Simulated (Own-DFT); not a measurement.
Simulation results for InAs (zincblende, strongly disordered by large displacements), GaP (zincblende, strongly disordered by large displacements)

All values are calculated (Own-DFT development build). A calculation, not a measurement: plane-wave PBE density functional theory by an unreviewed code, no spin, of a simulated periodic cell, stress positive in tension, free energy of the whole cell less one offset for each atom, forces on such cells passed a denser k mesh, this cell's mesh not checked; broken bonds can close the gap or carry spin, so checks made on this kind of crystal may not hold here; offsets are fitted by least squares, one for each functional and potential file, so energies compare only between cells with the same atoms and settings and are not formation energies; the far tail of each file's local potential was reset to the Coulomb form; each entry is a single point on an unrelaxed cell, so the pressure reflects the starting lattice, mostly measured values (interpolated for alloys), from which strain is counted, and rises with the displacements; printed positions are rounded, which can move forces by about a meV/angstrom; the program, named Own-DFT, is a retired in-house code; no spin-orbit coupling.

Common to all runs: functional PBE; potential files PseudoDojo norm-conserving, scalar-relativistic, standard set; wave cutoff 42 hartree; occupations Fermi-Dirac; smearing width 0.1 eV; k mesh 3 x 3 x 3 centred on Gamma.

(1) 
```cif
# cell vector a (Å): 12.1166 0.0000 0.0000
# cell vector b (Å): 0.0000 12.1166 0.0000
# cell vector c (Å): 0.0000 0.0000 12.1166
data_InAs
_symmetry_space_group_name_H-M 'P 1'
_symmetry_Int_Tables_number 1
_cell_length_a 12.1166
_cell_length_b 12.1166
_cell_length_c 12.1166
_cell_angle_alpha 90.000
_cell_angle_beta 90.000
_cell_angle_gamma 90.000
_cell_volume 1778.86
loop_
_atom_site_label
_atom_site_type_symbol
_atom_site_fract_x
_atom_site_fract_y
_atom_site_fract_z
_atom_site_occupancy
In1 In 0.99210 0.01609 0.97946 1
In2 In 0.99275 0.22749 0.24236 1
In3 In 0.25317 0.98082 0.25700 1
In4 In 0.25145 0.21868 0.99713 1
As1 As 0.11234 0.09824 0.15099 1
As2 As 0.11694 0.37665 0.37247 1
As3 As 0.38240 0.10798 0.36149 1
As4 As 0.39353 0.38361 0.15366 1
In5 In 0.99291 0.99790 0.49037 1
In6 In 0.99129 0.23778 0.75652 1
In7 In 0.26375 0.00774 0.71631 1
In8 In 0.26457 0.26144 0.50340 1
As5 As 0.10917 0.11048 0.62336 1
As6 As 0.12631 0.36983 0.89755 1
As7 As 0.34341 0.10455 0.85554 1
As8 As 0.35085 0.35738 0.64978 1
In9 In 0.99771 0.48606 0.00347 1
In10 In 0.01123 0.74182 0.24587 1
In11 In 0.26295 0.50092 0.24766 1
In12 In 0.23008 0.75268 0.99248 1
As9 As 0.13363 0.63828 0.14030 1
As10 As 0.10321 0.90192 0.37146 1
As11 As 0.37686 0.61785 0.37175 1
As12 As 0.36085 0.85531 0.12569 1
In13 In 0.00172 0.49541 0.49086 1
In14 In 0.00610 0.74891 0.75795 1
In15 In 0.24439 0.50415 0.75871 1
In16 In 0.24796 0.76191 0.49589 1
As13 As 0.13707 0.63798 0.61916 1
As14 As 0.10664 0.90426 0.88210 1
As15 As 0.39127 0.65149 0.89485 1
As16 As 0.36722 0.87213 0.62017 1
In17 In 0.49587 0.98608 0.99378 1
In18 In 0.52773 0.23148 0.25267 1
In19 In 0.76029 0.01699 0.25939 1
In20 In 0.76041 0.24439 0.00562 1
As17 As 0.65388 0.13554 0.11473 1
As18 As 0.61404 0.38368 0.35668 1
As19 As 0.86864 0.11857 0.39522 1
As20 As 0.86767 0.35852 0.15882 1
In21 In 0.50655 0.98898 0.51245 1
In22 In 0.50825 0.26668 0.77654 1
In23 In 0.77059 0.01769 0.75609 1
In24 In 0.75903 0.24770 0.50380 1
As21 As 0.63087 0.10517 0.61280 1
As22 As 0.64507 0.38740 0.86816 1
As23 As 0.88299 0.12800 0.87831 1
As24 As 0.88323 0.37218 0.60984 1
In25 In 0.47333 0.49565 0.01256 1
In26 In 0.53418 0.77808 0.21515 1
In27 In 0.74057 0.49315 0.27235 1
In28 In 0.74058 0.75957 0.97286 1
As25 As 0.65251 0.61322 0.14119 1
As26 As 0.61078 0.86599 0.37562 1
As27 As 0.86784 0.58875 0.36910 1
As28 As 0.87685 0.87025 0.13851 1
In29 In 0.49443 0.52294 0.51108 1
In30 In 0.48510 0.75474 0.76401 1
In31 In 0.75894 0.50094 0.73894 1
In32 In 0.76529 0.76605 0.45651 1
As29 As 0.61932 0.64242 0.61110 1
As30 As 0.60269 0.88536 0.87738 1
As31 As 0.86149 0.62642 0.88744 1
As32 As 0.87618 0.86768 0.62752 1
_calc_hardware 'one NVIDIA H200'
_calc_free_energy_of_cell_above_offsets '-9.908'  # eV
_calc_pressure 7.15  # GPa
_calc_stress_xx -7.33  # GPa
_calc_stress_yy -6.89  # GPa
_calc_stress_zz -7.25  # GPa
_calc_stress_yz -1.71  # GPa
_calc_stress_xz 0.46  # GPa
_calc_stress_xy 0.85  # GPa
_calc_wall_time 1164  # s
```

Force:
| element | x (eV/Å) | y (eV/Å) | z (eV/Å) |
| --- | --- | --- | --- |
| In | 0.239 | -1.248 | 5.881 |
| In | 0.375 | 0.583 | 2.333 |
| In | 0.661 | 0.202 | -0.452 |
| In | -0.785 | 1.009 | 2.105 |
| As | 1.189 | -0.109 | -2.621 |
| As | 1.44 | -1.323 | -1.062 |
| As | 0.515 | 1.035 | 1.418 |
| As | -0.326 | -3.301 | -0.739 |
| In | -1.29 | 0.251 | 3.598 |
| In | 1.972 | 2.178 | -1.733 |
| In | -3.325 | -1.084 | -1.075 |
| In | -1.903 | -1.784 | -2.272 |
| As | 0.565 | 1.521 | -0.391 |
| As | 0.433 | -0.644 | -1.534 |
| As | 4.088 | 1.997 | 3.043 |
| As | 2.526 | 1.581 | 1.111 |
| In | -1.124 | 1.076 | 1.835 |
| In | -2.334 | 1.327 | 1.991 |
| In | -2.162 | 0.219 | 0.984 |
| In | -0.578 | 0.652 | -0.562 |
| As | 1.086 | -2.811 | -2.159 |
| As | 2.142 | -3.911 | -1.303 |
| As | 0.028 | 2.237 | 0.005 |
| As | 0.738 | 0.928 | -0.329 |
| In | 1.147 | 0.934 | 1.329 |
| In | -0.239 | -0.085 | 0.101 |
| In | -0.031 | 0.607 | 0.492 |
| In | -0.291 | -0.402 | -2.13 |
| As | -1.308 | -1.213 | 0.853 |
| As | 3.526 | -3.352 | -2.847 |
| As | -2.596 | -2.657 | 1.214 |
| As | 1.717 | -1.153 | 0.049 |
| In | -2.839 | 2.857 | 2.978 |
| In | -1.081 | -0.379 | -0.305 |
| In | -0.885 | -1.909 | -0.811 |
| In | 1.714 | 3.492 | -2.168 |
| As | -3.502 | -3.56 | 1.557 |
| As | -2.077 | -2.038 | 4.317 |
| As | 0.515 | 1.331 | -1.389 |
| As | -0.242 | 1.488 | -2.225 |
| In | -1.331 | -0.313 | -1.427 |
| In | -1.065 | -1.766 | -1.324 |
| In | -1.878 | -1.983 | -1.631 |
| In | -2.387 | 0.852 | -0.309 |
| As | 0.928 | 2.414 | 2.12 |
| As | -0.589 | -0.236 | 2.219 |
| As | -2.938 | 2.288 | -0.054 |
| As | 0.144 | -0.013 | 2.058 |
| In | 2.52 | 1.062 | -0.932 |
| In | -0.749 | -2.135 | -0.543 |
| In | 0.395 | -0.93 | -2.834 |
| In | -0.401 | 0.599 | 2.694 |
| As | -1.797 | 1.731 | -3.052 |
| As | 0.487 | 2.036 | -0.007 |
| As | 2.926 | 4.487 | 1.621 |
| As | -0.726 | 0.636 | -1.377 |
| In | -0.891 | -2.31 | -0.229 |
| In | 1.761 | 0.782 | -3.386 |
| In | 0.023 | 1.163 | -1.304 |
| In | 0.936 | -1.402 | 1.664 |
| As | 1.643 | 0.932 | 1.627 |
| As | 3.522 | -1.052 | -2.984 |
| As | 2.056 | -1.395 | -1.354 |
| As | -0.286 | 0.016 | -0.348 |

(2) 
```cif
# cell vector a (Å): 12.1166 0.0000 0.0000
# cell vector b (Å): 0.0000 12.1166 0.0000
# cell vector c (Å): 0.0000 0.0000 12.1166
data_InAs
_symmetry_space_group_name_H-M 'P 1'
_symmetry_Int_Tables_number 1
_cell_length_a 12.1166
_cell_length_b 12.1166
_cell_length_c 12.1166
_cell_angle_alpha 90.000
_cell_angle_beta 90.000
_cell_angle_gamma 90.000
_cell_volume 1778.86
loop_
_atom_site_label
_atom_site_type_symbol
_atom_site_fract_x
_atom_site_fract_y
_atom_site_fract_z
_atom_site_occupancy
In1 In 0.01306 0.00226 0.99840 1
In2 In 0.98619 0.22586 0.25402 1
In3 In 0.25605 0.01420 0.25290 1
In4 In 0.23829 0.26680 0.01947 1
As1 As 0.15163 0.13201 0.13862 1
As2 As 0.14875 0.36282 0.37215 1
As3 As 0.36958 0.13345 0.37820 1
As4 As 0.36485 0.35885 0.11615 1
In5 In 0.96790 0.01713 0.50350 1
In6 In 0.02792 0.22912 0.74324 1
In7 In 0.24322 0.96705 0.73261 1
In8 In 0.22786 0.25482 0.50323 1
As5 As 0.14304 0.13458 0.62959 1
As6 As 0.09535 0.36410 0.90430 1
As7 As 0.37693 0.12994 0.86795 1
As8 As 0.41203 0.36696 0.61183 1
In9 In 0.96946 0.47788 0.98372 1
In10 In 0.00608 0.73979 0.25411 1
In11 In 0.23336 0.49091 0.22907 1
In12 In 0.26965 0.73791 0.99411 1
As9 As 0.10683 0.65032 0.12910 1
As10 As 0.15531 0.88925 0.36553 1
As11 As 0.36651 0.60871 0.36534 1
As12 As 0.37512 0.87471 0.13447 1
In13 In 0.01859 0.49928 0.48090 1
In14 In 0.02814 0.76795 0.75575 1
In15 In 0.24935 0.46950 0.74733 1
In16 In 0.24573 0.74002 0.50758 1
As13 As 0.11469 0.66175 0.63284 1
As14 As 0.15737 0.87549 0.89884 1
As15 As 0.37801 0.63227 0.88061 1
As16 As 0.37681 0.89490 0.62789 1
In17 In 0.48696 0.00357 0.95178 1
In18 In 0.48886 0.29271 0.24911 1
In19 In 0.74053 0.99554 0.25909 1
In20 In 0.75506 0.24704 0.99185 1
As17 As 0.63896 0.14420 0.10402 1
As18 As 0.63181 0.37630 0.40216 1
As19 As 0.87116 0.11601 0.35303 1
As20 As 0.87453 0.38537 0.13005 1
In21 In 0.49950 0.00911 0.52063 1
In22 In 0.52402 0.26223 0.75986 1
In23 In 0.73853 0.99359 0.74684 1
In24 In 0.75830 0.26164 0.51270 1
As21 As 0.63543 0.09411 0.61035 1
As22 As 0.62050 0.39419 0.87783 1
As23 As 0.87244 0.13734 0.84919 1
As24 As 0.88775 0.37260 0.64948 1
In25 In 0.48700 0.50952 0.97094 1
In26 In 0.50215 0.73838 0.26099 1
In27 In 0.75260 0.47293 0.24175 1
In28 In 0.73351 0.74944 0.99701 1
As25 As 0.61253 0.62234 0.12500 1
As26 As 0.63511 0.87922 0.37298 1
As27 As 0.86597 0.62994 0.40816 1
As28 As 0.90189 0.86620 0.13315 1
In29 In 0.49535 0.51322 0.48110 1
In30 In 0.49064 0.74720 0.77856 1
In31 In 0.74317 0.48620 0.74974 1
In32 In 0.73307 0.75399 0.49829 1
As29 As 0.61700 0.60035 0.62384 1
As30 As 0.62154 0.86895 0.89746 1
As31 As 0.86698 0.62789 0.86577 1
As32 As 0.89868 0.87095 0.60646 1
_calc_hardware 'one NVIDIA H200'
_calc_free_energy_of_cell_above_offsets '-3.977'  # eV
_calc_pressure 8.31  # GPa
_calc_stress_xx -8.8  # GPa
_calc_stress_yy -7.95  # GPa
_calc_stress_zz -8.18  # GPa
_calc_stress_yz 1.65  # GPa
_calc_stress_xz 1.52  # GPa
_calc_stress_xy 1.58  # GPa
_calc_wall_time 1147  # s
```

Force:
| element | x (eV/Å) | y (eV/Å) | z (eV/Å) |
| --- | --- | --- | --- |
| In | -0.557 | 0.731 | 0.445 |
| In | 3.168 | 3.044 | -2.445 |
| In | 2.237 | -1.052 | -0.186 |
| In | -1.705 | -2.553 | -3.575 |
| As | -3.485 | 0.037 | -1.132 |
| As | -3.288 | 1.901 | -2.413 |
| As | 1.349 | 0.867 | 0.623 |
| As | 2.48 | 4.818 | 0.121 |
| In | 3.095 | 1.286 | -1.042 |
| In | -2.47 | 2.429 | 2.215 |
| In | -2.344 | 3.133 | 2.675 |
| In | 4.315 | -0.842 | 1.207 |
| As | 0.312 | -4.066 | -1.031 |
| As | 3.362 | -1.858 | -3.106 |
| As | -2.972 | 2.901 | -2.093 |
| As | -2.099 | -0.301 | 0.263 |
| In | -1.251 | 4.61 | 0.892 |
| In | -2.018 | 2.115 | 5.15 |
| In | 0.096 | 1.295 | -0.676 |
| In | -1.436 | 1.239 | 4.175 |
| As | 3.273 | -4.262 | -4.228 |
| As | -2.672 | -1.927 | 2.185 |
| As | -1.467 | 1.185 | -0.553 |
| As | 0.841 | 0.137 | -0.906 |
| In | -0.547 | 0.178 | 1.245 |
| In | -3.057 | 2.433 | 3.667 |
| In | -0.095 | 0.759 | -0.185 |
| In | 1.736 | 1.599 | -1.761 |
| As | 1.729 | -5.726 | -2.325 |
| As | -1.722 | 0.926 | -1.036 |
| As | -3.092 | -2.181 | -2.793 |
| As | 2.509 | -4.58 | -1.593 |
| In | 1.02 | -1.059 | 4.165 |
| In | 2.391 | -2.628 | 2.181 |
| In | 0.751 | 0.671 | -3.842 |
| In | 1.655 | 1.957 | -1.215 |
| As | -2.941 | -2.413 | 2.634 |
| As | -0.547 | 0.326 | -2.236 |
| As | -2.225 | 0.006 | 3.159 |
| As | 1.921 | -3.747 | -0.833 |
| In | -2.84 | -1.026 | -4.423 |
| In | -0.915 | -2.163 | -1.039 |
| In | 1.729 | -1.624 | 1.11 |
| In | 1.012 | -1.585 | 0.541 |
| As | 2.807 | 4.78 | 1.798 |
| As | 1.418 | -1.565 | 1.387 |
| As | 0.168 | -1.336 | 1.037 |
| As | 0.957 | -0.164 | -1.428 |
| In | 1.286 | -1.823 | 4.048 |
| In | -0.433 | 1.135 | -0.286 |
| In | -2.902 | 3.253 | 3.036 |
| In | 3.048 | -1.854 | 2.389 |
| As | 0.683 | -1.305 | -0.16 |
| As | -3.121 | -0.808 | 1.173 |
| As | 1.199 | -1.308 | -2.664 |
| As | -2.375 | 1.23 | -1.172 |
| In | 0.355 | -0.529 | 0.936 |
| In | 2.271 | 1.839 | -3.492 |
| In | 1.226 | 1.411 | -0.663 |
| In | 0.08 | -0.349 | 2.115 |
| As | 0.037 | 2.499 | 0.614 |
| As | -0.01 | 1.271 | -2.927 |
| As | 0.169 | 0.516 | -0.243 |
| As | -2.107 | -1.882 | 2.515 |

(3) 
```cif
# cell vector a (Å): 10.9010 0.0000 0.0000
# cell vector b (Å): 0.0000 10.9010 0.0000
# cell vector c (Å): 0.0000 0.0000 10.9010
data_GaP
_symmetry_space_group_name_H-M 'P 1'
_symmetry_Int_Tables_number 1
_cell_length_a 10.9010
_cell_length_b 10.9010
_cell_length_c 10.9010
_cell_angle_alpha 90.000
_cell_angle_beta 90.000
_cell_angle_gamma 90.000
_cell_volume 1295.39
loop_
_atom_site_label
_atom_site_type_symbol
_atom_site_fract_x
_atom_site_fract_y
_atom_site_fract_z
_atom_site_occupancy
Ga1 Ga 0.99526 0.98218 0.02571 1
Ga2 Ga 0.01030 0.25852 0.24763 1
Ga3 Ga 0.22751 0.01902 0.26110 1
Ga4 Ga 0.25720 0.25319 0.98521 1
P1 P 0.11964 0.14093 0.13056 1
P2 P 0.12325 0.38618 0.37215 1
P3 P 0.39564 0.09969 0.36351 1
P4 P 0.38825 0.36720 0.10701 1
Ga5 Ga 0.01421 0.99899 0.51975 1
Ga6 Ga 0.99220 0.25484 0.78626 1
Ga7 Ga 0.27893 0.00283 0.76170 1
Ga8 Ga 0.25792 0.23580 0.53919 1
P5 P 0.12054 0.12273 0.62816 1
P6 P 0.13382 0.35287 0.88615 1
P7 P 0.37941 0.14345 0.84811 1
P8 P 0.38657 0.34255 0.63202 1
Ga9 Ga 0.99764 0.48768 0.96152 1
Ga10 Ga 0.98536 0.73135 0.25353 1
Ga11 Ga 0.26988 0.50764 0.26043 1
Ga12 Ga 0.25651 0.73455 0.00348 1
P9 P 0.13721 0.64223 0.11400 1
P10 P 0.10016 0.85243 0.36985 1
P11 P 0.35123 0.62404 0.37972 1
P12 P 0.38220 0.86373 0.10574 1
Ga13 Ga 0.00371 0.50854 0.49827 1
Ga14 Ga 0.97576 0.76702 0.74112 1
Ga15 Ga 0.26291 0.47001 0.76243 1
Ga16 Ga 0.25802 0.73163 0.50099 1
P13 P 0.12036 0.62960 0.60193 1
P14 P 0.12060 0.86105 0.84370 1
P15 P 0.38171 0.62612 0.88721 1
P16 P 0.36630 0.89121 0.64195 1
Ga17 Ga 0.48546 0.97440 0.99806 1
Ga18 Ga 0.49262 0.26634 0.23923 1
Ga19 Ga 0.75997 0.01452 0.23344 1
Ga20 Ga 0.73846 0.23609 0.97852 1
P17 P 0.63442 0.13213 0.16010 1
P18 P 0.62081 0.38403 0.37739 1
P19 P 0.86610 0.12693 0.35449 1
P20 P 0.86749 0.38030 0.12419 1
Ga21 Ga 0.53153 0.99261 0.48924 1
Ga22 Ga 0.52769 0.26588 0.72784 1
Ga23 Ga 0.72103 0.00475 0.75510 1
Ga24 Ga 0.76776 0.25208 0.51481 1
P21 P 0.59744 0.10254 0.64870 1
P22 P 0.63558 0.37548 0.84922 1
P23 P 0.87890 0.11044 0.86960 1
P24 P 0.87109 0.39092 0.60137 1
Ga25 Ga 0.51826 0.52971 0.02481 1
Ga26 Ga 0.52224 0.78507 0.23446 1
Ga27 Ga 0.76366 0.49952 0.25024 1
Ga28 Ga 0.77053 0.74418 0.99604 1
P25 P 0.62471 0.62403 0.14623 1
P26 P 0.60267 0.85297 0.38721 1
P27 P 0.89654 0.63481 0.38680 1
P28 P 0.88738 0.85282 0.10694 1
Ga29 Ga 0.50583 0.50746 0.50229 1
Ga30 Ga 0.50614 0.73524 0.74303 1
Ga31 Ga 0.75620 0.49898 0.77731 1
Ga32 Ga 0.75539 0.76575 0.51929 1
P29 P 0.64101 0.64384 0.59856 1
P30 P 0.64009 0.87069 0.85731 1
P31 P 0.85005 0.61764 0.88363 1
P32 P 0.88715 0.88081 0.62208 1
_calc_hardware 'one NVIDIA H100'
_calc_free_energy_of_cell_above_offsets '-2.990'  # eV
_calc_pressure 10.36  # GPa
_calc_stress_xx -10.21  # GPa
_calc_stress_yy -11.51  # GPa
_calc_stress_zz -9.37  # GPa
_calc_stress_yz -1.4  # GPa
_calc_stress_xz -1.53  # GPa
_calc_stress_xy -2.5  # GPa
_calc_wall_time 596.6  # s
```

Force:
| element | x (eV/Å) | y (eV/Å) | z (eV/Å) |
| --- | --- | --- | --- |
| Ga | 3.368 | 3.153 | -3.57 |
| Ga | -1.96 | 1.339 | 0.997 |
| Ga | 0.396 | -1.939 | 0.636 |
| Ga | 2.354 | -3.007 | 2.89 |
| P | 1.047 | -1.612 | -2.245 |
| P | 1.262 | -1.011 | 0.44 |
| P | -0.981 | 2.04 | 0.606 |
| P | -1.079 | 2.431 | -0.281 |
| Ga | -0.62 | -0.474 | -3.641 |
| Ga | -0.384 | -0.542 | -3.694 |
| Ga | -4.898 | 0.543 | 0.866 |
| Ga | -1.283 | -1.078 | -4.429 |
| P | 0.278 | 0.709 | 2.906 |
| P | -1.703 | 3.252 | -2.147 |
| P | 1.735 | 0.714 | 3.084 |
| P | -0.868 | 5.446 | -1.135 |
| Ga | -0.088 | 1.112 | 3.139 |
| Ga | 2.324 | 1.555 | -3.591 |
| Ga | -3.105 | -3.049 | -3.756 |
| Ga | 0.337 | 2.771 | -2.798 |
| P | -3.14 | -3.849 | 2.555 |
| P | 2.547 | 2.624 | 1.137 |
| P | 6.17 | 0.672 | 0.171 |
| P | -3.103 | -0.692 | 3.14 |
| Ga | 0.807 | -1.707 | -0.849 |
| Ga | 1.882 | -4.187 | 1.74 |
| Ga | 0.043 | 1.686 | -0.913 |
| Ga | -1.593 | 4.409 | 1.754 |
| P | -0.074 | -0.484 | 4.546 |
| P | 1.724 | 1.452 | 3.275 |
| P | 0.92 | -1.806 | -1.738 |
| P | 3.235 | -4.402 | -4.43 |
| Ga | 3.365 | 3.889 | -2.969 |
| Ga | 0.973 | -1.491 | 2.69 |
| Ga | 1.308 | -4.408 | 0.519 |
| Ga | 0.545 | 0.108 | 1.788 |
| P | -2.932 | 1.556 | -4.72 |
| P | 0.646 | -0.921 | -0.126 |
| P | 2.392 | 0.898 | 3.291 |
| P | 1.292 | -1.195 | -2.113 |
| Ga | -3.407 | 2.119 | 1.765 |
| Ga | 0.459 | -1.203 | 1.955 |
| Ga | 5.202 | 0.78 | -0.659 |
| Ga | -2.531 | -2.21 | -2.287 |
| P | 1.012 | 1.004 | -3.525 |
| P | -2.016 | -1.023 | 4.043 |
| P | -1.17 | -0.946 | 1.342 |
| P | 1.152 | 0.914 | 4.173 |
| Ga | -2.856 | -3.085 | -3.377 |
| Ga | -2.39 | -2.318 | -2.251 |
| Ga | -0.41 | 0.741 | 1.915 |
| Ga | -4.521 | 1.588 | 1.095 |
| P | 3.297 | 2.57 | 1.483 |
| P | 4.959 | -0.439 | 0.977 |
| P | -4.891 | -1.531 | 0.945 |
| P | -2.007 | -0.297 | 4.338 |
| Ga | -1.039 | 0.084 | -0.63 |
| Ga | -0.397 | 1.228 | -0.307 |
| Ga | -0.135 | -0.218 | -6.278 |
| Ga | 2.596 | 1.771 | -3.736 |
| P | -3.255 | -4.277 | 4.243 |
| P | -2.319 | -3.429 | 3.798 |
| P | 5.358 | 0.756 | -1.3 |
| P | -3.826 | 2.916 | -0.75 |
